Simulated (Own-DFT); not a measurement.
## Calculated data, Si4SnGe11 (diamond-structure random alloy, atoms displaced)

A calculation, not a measurement: plane-wave density functional theory by an unreviewed code, no spin, of a simulated periodic cell, stress positive in tension, run twice, with PBE and with PBEsol, both on files made for PBE, so the change isn't that of files made for PBEsol, forces on such cells moved up to 12 meV/angstrom on a denser k mesh; the far tail of each file's local potential was reset to the Coulomb form; each entry is a single point on an unrelaxed cell, so the pressure reflects the starting lattice, mostly measured values (interpolated for alloys), from which strain is counted, and rises with the displacements; printed positions are rounded, which can move forces by about a meV/angstrom; the program, named Own-DFT, is a retired in-house code; no spin-orbit coupling; stress was not checked against mesh or cutoff. Program: Own-DFT development build.

Common to all runs: functional PBE, then PBEsol; potential files PseudoDojo norm-conserving, scalar-relativistic, standard set; wave cutoff 49 hartree; occupations Fermi-Dirac; smearing width 0.1 eV; k mesh 3 x 3 x 3 centred on Gamma.

(1) 
```xyz
64
Lattice="11.3064 0.0000 0.0000 0.0000 11.3064 0.0000 0.0000 0.0000 11.3064" Properties=species:S:1:pos:R:3:PBE_force_x:R:1:PBE_force_y:R:1:PBE_force_z:R:1:PBEsol_force_x:R:1:PBEsol_force_y:R:1:PBEsol_force_z:R:1 formula=Si4SnGe11 PBE_pressure=5.02 PBE_stress_xx=-5.22 PBE_stress_yy=-5.09 PBE_stress_zz=-4.76 PBE_stress_yz=-0.4 PBE_stress_xz=0.73 PBE_stress_xy=0.73 PBEsol_pressure=2.33 PBEsol_stress_xx=-2.52 PBEsol_stress_yy=-2.4 PBEsol_stress_zz=-2.08 PBEsol_stress_yz=-0.38 PBEsol_stress_xz=0.69 PBEsol_stress_xy=0.69 rms_change_of_force_components_from_PBE_to_PBEsol=0.057
Ge    11.2696    11.1904    11.1527      0.993      -0.46      3.152      0.978     -0.452      3.069
Ge    11.2758     2.7705     2.9092     -0.012      0.065     -1.053      0.026      0.107     -1.064
Ge     2.8477    11.1771     2.7793      -0.65      1.236       0.41     -0.578      1.214      0.358
Si     2.6727     2.7830     0.0394      2.315      0.393     -0.181      2.259      0.385     -0.181
Ge     1.3863     1.4096     1.3043     -0.677      -1.31      1.395     -0.696     -1.309      1.386
Ge     1.4769     4.1878     4.2011     -0.702      0.022       0.95     -0.675      0.029      0.854
Ge     4.2681     1.3724     4.2179      -1.56      0.665      0.081     -1.464      0.616      0.061
Ge     4.1171     4.3757     1.3914      2.073     -2.338     -1.877      1.983     -2.257      -1.74
Si     0.1175     0.1705     5.7212     -2.505     -2.204     -2.412     -2.452     -2.141     -2.295
Ge     0.0069     2.7462     8.5392      1.822      3.317     -2.603      1.781      3.197     -2.509
Si     2.9610     0.0480     8.3994     -1.351     -0.707      0.717     -1.318     -0.684      0.698
Si     2.7910     2.8807     5.6968     -1.117     -2.426     -1.436     -1.101     -2.384     -1.422
Ge     1.3231     1.3374     7.0993      2.589      1.794      1.213      2.497      1.799       1.24
Ge     1.4700     4.1973    10.0216     -0.483      0.948     -1.823     -0.496      0.915     -1.827
Ge     4.2382     1.4268     9.8553     -0.322      0.988      0.003     -0.288       0.99     -0.025
Sn     4.3226     4.2170     6.9341      -1.27     -0.101      1.041     -1.156     -0.035      1.065
Si    11.2396     5.6533    11.1407       1.16     -0.075      2.108       1.11     -0.107       2.03
Ge    11.2835     8.4654     2.9447      0.978      1.006     -0.877      0.929      1.012     -0.891
Ge     2.8929     5.5213     2.8413     -1.647      2.679      0.707     -1.564      2.555      0.699
Ge     2.8609     8.5498     0.0063     -0.276     -1.415      1.076     -0.237     -1.329      1.014
Si     1.4310     7.1134     1.4198     -0.419     -0.821     -0.166     -0.382     -0.778     -0.139
Si     1.4461     9.9962     4.3287     -0.487     -0.707      0.078     -0.433     -0.731      0.043
Ge     4.2212     7.0800     4.2413      1.222      -0.58      0.018      1.165     -0.563      0.028
Ge     4.2376     9.8593     1.3976      1.102       0.85     -0.613      1.025      0.799     -0.564
Si     0.0814     5.6356     5.6491     -0.591       0.67     -0.225     -0.549      0.629     -0.191
Ge    11.2806     8.4941     8.4114     -0.784      1.157      2.309      -0.76      1.095      2.228
Ge     2.8976     5.7084     8.3857     -0.744      0.044      2.059      -0.73      0.069      2.002
Ge     2.7896     8.3795     5.6701     -0.851      0.865      0.207      -0.78      0.822       0.22
Ge     1.2817     7.0837     7.2583       1.36     -1.435     -2.414      1.352     -1.362      -2.31
Ge     1.4414     9.8704    10.0798      0.713      0.048      -3.48      0.661      0.037     -3.328
Ge     4.2312     7.1638     9.9359      0.306     -1.193     -0.284      0.268     -1.123     -0.319
Ge     4.2233     9.9048     6.9872      0.141     -0.497       0.21      0.171     -0.517      0.165
Si     5.5858     0.0860    11.2341      0.486     -1.685      0.111      0.443     -1.622      0.131
Ge     5.6237     2.7792     2.8245     -2.339      2.441      0.944     -2.247      2.359       0.94
Ge     8.5132     0.0541     2.8631      0.972     -1.986      0.797      0.932     -1.926      0.696
Ge     8.4354     2.8841    11.1886     -0.706      1.658      1.263     -0.663      1.604      1.236
Sn     7.0627     1.4484     1.5309      0.292     -0.602     -2.851      0.312     -0.551     -2.724
Ge     7.0625     4.1727     4.1664     -0.496     -0.659      1.846     -0.506     -0.617      1.775
Si     9.8170     1.4191     4.2185      0.926      0.389      1.811      0.904      0.374        1.7
Ge     9.8968     4.2885     1.4076      2.433     -2.243     -2.948      2.325     -2.203     -2.828
Ge     5.6142     0.0276     5.5965       1.46     -0.824      0.211      1.377     -0.772      0.226
Ge     5.7419     2.8352     8.3598     -0.436     -1.289      1.595     -0.401     -1.248      1.547
Ge     8.3455    11.2900     8.5546      1.825      -0.07     -0.122      1.793     -0.029     -0.183
Si     8.4823     2.8404     5.7090     -0.182     -0.534     -0.528      -0.22     -0.482     -0.482
Ge     7.0903     1.3383     7.1462      0.018      0.454     -1.844      -0.02      0.426     -1.741
Ge     6.9710     4.2878     9.7380      0.441      0.727      1.353      0.463      0.668      1.264
Sn    10.0470     1.5081    10.0033     -3.204      -1.28     -0.563     -3.109     -1.244     -0.549
Ge     9.8252     4.3520     7.0463      1.059     -0.947     -0.206      1.008       -0.9     -0.138
Si     5.6880     5.7445     0.0315      0.088      0.345      0.122      0.055      0.312       0.09
Ge     5.7197     8.5364     2.7572      -0.22      0.151      1.301     -0.289      0.164      1.256
Sn     8.6174     5.5570     2.8410     -2.045      2.875      0.918     -1.996      2.708      0.878
Ge     8.5240     8.5791    11.2242     -0.525     -0.711      0.377     -0.439      -0.69      0.377
Si     7.1402     7.2608     1.4709      0.055      -1.44     -1.439       0.08     -1.373     -1.386
Si     7.2021     9.8666     4.2496     -0.927      0.357      0.147      -0.91      0.354      0.145
Si     9.9200     7.1217     4.2413       0.68     -0.449      1.909      0.638     -0.405      1.847
Ge     9.8933     9.9193     1.3727      0.412     -0.202      0.918      0.394     -0.192      0.866
Ge     5.8382     5.6196     5.8020      0.058      0.803     -4.008      0.065      0.777     -3.877
Ge     5.6259     8.3618     8.3742      0.293      1.743      0.875      0.262      1.655      0.822
Ge     8.4637     5.7503     8.4623     -0.394     -0.876     -0.016     -0.383     -0.849     -0.026
Ge     8.5400     8.4868     5.7326     -0.228     -0.383     -1.128      -0.22     -0.373     -1.027
Ge     7.0726     7.0262     7.0393        1.1      1.439      0.564      1.055      1.373      0.559
Si     7.1111     9.9032     9.8576     -2.097      -0.54      0.364     -2.013     -0.556      0.333
Ge     9.8564     6.9861     9.8636      0.408      1.506     -0.003      0.343      1.496     -0.057
Ge     9.8740     9.9218     7.0804      0.469      1.355      -0.06      0.424      1.262     -0.027
```

Units: PBE_pressure, PBE_stress_xx, PBE_stress_yy, PBE_stress_zz, PBE_stress_yz, PBE_stress_xz, PBE_stress_xy, PBEsol_pressure, PBEsol_stress_xx, PBEsol_stress_yy, PBEsol_stress_zz, PBEsol_stress_yz, PBEsol_stress_xz, PBEsol_stress_xy in GPa; rms_change_of_force_components_from_PBE_to_PBEsol, PBE_force_x, PBE_force_y, PBE_force_z, PBEsol_force_x, PBEsol_force_y, PBEsol_force_z in eV/Å.

(2) 
```xyz
64
Lattice="11.3064 0.0000 0.0000 0.0000 11.3064 0.0000 0.0000 0.0000 11.3064" Properties=species:S:1:pos:R:3:PBE_force_x:R:1:PBE_force_y:R:1:PBE_force_z:R:1:PBEsol_force_x:R:1:PBEsol_force_y:R:1:PBEsol_force_z:R:1 formula=Si4SnGe11 PBE_pressure=5.52 PBE_stress_xx=-5.65 PBE_stress_yy=-5.33 PBE_stress_zz=-5.57 PBE_stress_yz=-0.34 PBE_stress_xz=0.48 PBE_stress_xy=-0.3 PBEsol_pressure=2.83 PBEsol_stress_xx=-2.95 PBEsol_stress_yy=-2.66 PBEsol_stress_zz=-2.88 PBEsol_stress_yz=-0.33 PBEsol_stress_xz=0.46 PBEsol_stress_xy=-0.3 rms_change_of_force_components_from_PBE_to_PBEsol=0.065
Ge     0.1602     0.1156     0.0812     -2.358     -2.741     -1.901     -2.313     -2.735     -1.867
Sn    11.2451     2.9224     2.8391     -0.204     -2.222     -2.083     -0.249      -2.13     -1.999
Ge     2.7289    11.2699     2.8737      1.927      1.633     -2.099      1.827      1.536     -1.985
Si     2.7508     2.7747     0.0811      0.839      0.554      -0.97      0.884      0.617     -1.006
Si     1.4171     1.4270     1.2751      1.176      0.815      2.588      1.088      0.732      2.594
Sn     1.4583     4.3437     4.1798      -0.11     -0.262      3.108     -0.109     -0.265      3.021
Si     4.1841     1.4582     4.1647      1.447     -0.898     -0.095       1.38     -0.844     -0.126
Ge     4.1907     4.2680     1.2518     -0.312     -1.614      1.619     -0.267     -1.512      1.595
Si     0.0881    11.2302     5.5158      -1.23      1.272      2.021     -1.227      1.214      1.936
Si     0.0147     2.8330     8.4958      0.388      -0.95       0.09      0.381     -0.861      0.091
Ge     2.7218    11.2870     8.5027     -0.222     -2.981     -1.022      -0.18       -2.9     -0.926
Ge     2.8704     2.7475     5.5440     -0.319     -0.336      2.002     -0.337     -0.285      1.921
Si     1.5076     1.2949     7.1235     -1.922      1.384     -1.605     -1.818      1.351     -1.564
Ge     1.5056     4.2307     9.9319     -0.577      -0.44     -0.366     -0.574     -0.371     -0.354
Sn     4.2103     1.3039     9.8188     -0.086       1.96      1.076     -0.093      1.828      1.058
Si     4.0384     4.2549     7.0690       2.94     -1.946     -1.642      2.846      -1.88     -1.647
Ge    11.3053     5.5752     0.0498      -0.73       0.74     -1.024      -0.69      0.721     -0.984
Ge    11.2807     8.6291     2.8107      2.705     -3.029      2.712      2.631     -2.885      2.589
Ge     2.8371     5.5633     2.7948       2.47      3.364     -2.292       2.41      3.255     -2.228
Ge     2.8936     8.5108     0.0179      0.742     -0.758      0.357      0.659     -0.771      0.294
Ge     1.3828     7.1062     1.3058      0.151     -0.286      1.291      0.145     -0.284      1.237
Ge     1.5252     9.9871     4.2462     -1.235     -2.455      0.967     -1.172     -2.399      0.879
Ge     4.4350     6.9690     4.2033      -1.92      0.931     -0.268      -1.84      0.869     -0.266
Si     4.2402     9.8203     1.4978      0.254      1.037     -0.256       0.25      1.014     -0.251
Ge    11.2684     5.6095     5.7463      0.281      2.904     -2.585      0.296      2.797     -2.449
Si     0.0845     8.4696     8.4857     -1.855     -0.157     -0.347      -1.82     -0.161     -0.342
Ge     2.8750     5.6045     8.3233     -1.304      1.902      2.335     -1.328      1.905      2.315
Ge     2.6826     8.4000     5.8131      2.234      0.851     -1.439      2.123       0.81     -1.405
Ge     1.2631     7.0048     7.0862      0.588      0.098      0.835      0.611      0.052      0.756
Ge     1.4037     9.6340     9.9386     -0.083      2.563     -0.035     -0.016      2.523      0.021
Ge     4.3096     7.1506     9.8221     -1.143     -2.283      1.395     -1.093     -2.204      1.333
Si     4.3080     9.9874     6.9779     -0.973     -1.237      1.233     -1.013     -1.267      1.256
Ge     5.6617     0.0357     0.0154      0.632      -2.52      0.386      0.573     -2.427      0.331
Ge     5.7671     2.8146     2.8366     -2.167     -1.156     -1.617       -2.1     -1.067     -1.546
Ge     8.4730    11.2627     2.7845     -0.593      0.519      0.411     -0.525      0.462      0.436
Ge     8.5654     2.8630    11.2620     -0.822     -2.606      0.246      -0.81     -2.449      0.248
Si     6.9678     1.3230     1.3875      1.675      1.088      0.365      1.635      1.071      0.359
Sn     6.9875     4.2942     4.3420      1.626     -1.376      -2.14      1.589     -1.349       -2.1
Ge     9.8863     1.4141     4.1942     -0.281     -1.896      0.857     -0.314     -1.791      0.798
Ge     9.7411     4.2245     1.4120      0.702      1.102       -0.9      0.681      1.064     -0.872
Si     5.6175     0.1162     5.7508       -0.8     -0.914     -2.243     -0.698     -0.854     -2.209
Si     5.6025     2.8694     8.4935       0.12      0.679     -1.222      0.156      0.634      -1.17
Ge     8.5055     0.0089     8.4372     -0.901      0.964      0.687     -0.872      0.911       0.59
Ge     8.5064     2.8411     5.4904      1.293     -1.252      3.005      1.256     -1.217      2.885
Ge     6.9455     1.3721     7.0861      1.227      1.726      0.287      1.254       1.67      0.298
Ge     7.1495     4.0787     9.8757     -1.167      0.583      -0.41     -1.084      0.599     -0.355
Si     9.8531     1.2906     9.8953      1.343      1.332      0.053      1.285      1.277      0.081
Ge    10.0774     4.3577     7.0559     -2.661     -3.209      1.772     -2.594     -3.052      1.682
Ge     5.6916     5.4871     0.0098      0.796      1.981     -1.277      0.758      1.914     -1.229
Ge     5.7688     8.4618     2.7523     -0.816      0.748      1.358      -0.75      0.671       1.34
Ge     8.4501     5.5643     2.8163      0.552       3.05       0.09      0.513      2.922      0.051
Ge     8.4841     8.5988     0.0391      0.905     -0.229     -0.338      0.908     -0.271     -0.284
Ge     7.0991     7.1524     1.3732      0.354     -1.718     -0.465      0.338      -1.65     -0.431
Ge     7.1064     9.9009     4.3559     -0.447      0.407     -0.028      -0.39      0.365     -0.067
Si     9.8703     7.2411     4.3630      0.845     -1.711     -1.246      0.831     -1.668     -1.214
Ge     9.9757     9.8220     1.6092     -2.003      2.769      -3.35     -1.947      2.676     -3.222
Ge     5.6679     5.5806     5.6387     -2.944      2.327      4.043     -2.834      2.302      3.879
Ge     5.6992     8.3061     8.4885       0.67      3.672     -0.596      0.651      3.478     -0.572
Ge     8.4435     5.5272     8.4620      0.744      0.782      0.172      0.718      0.775       0.16
Ge     8.5960     8.5131     5.8014     -2.031     -0.855     -0.508     -1.999     -0.776     -0.441
Ge     7.0584     7.0066     7.1547      0.723     -0.635     -1.451      0.693     -0.619     -1.386
Si     7.2616     9.9299     9.8520     -2.008     -0.365      0.415     -1.958     -0.359      0.404
Ge     9.8365     7.1618     9.8144      0.429     -0.872      0.576      0.384      -0.87      0.584
Ge     9.7884     9.9140     7.1536      3.447      0.172     -0.535      3.263      0.158     -0.525
```

Units: PBE_pressure, PBE_stress_xx, PBE_stress_yy, PBE_stress_zz, PBE_stress_yz, PBE_stress_xz, PBE_stress_xy, PBEsol_pressure, PBEsol_stress_xx, PBEsol_stress_yy, PBEsol_stress_zz, PBEsol_stress_yz, PBEsol_stress_xz, PBEsol_stress_xy in GPa; rms_change_of_force_components_from_PBE_to_PBEsol, PBE_force_x, PBE_force_y, PBE_force_z, PBEsol_force_x, PBEsol_force_y, PBEsol_force_z in eV/Å.
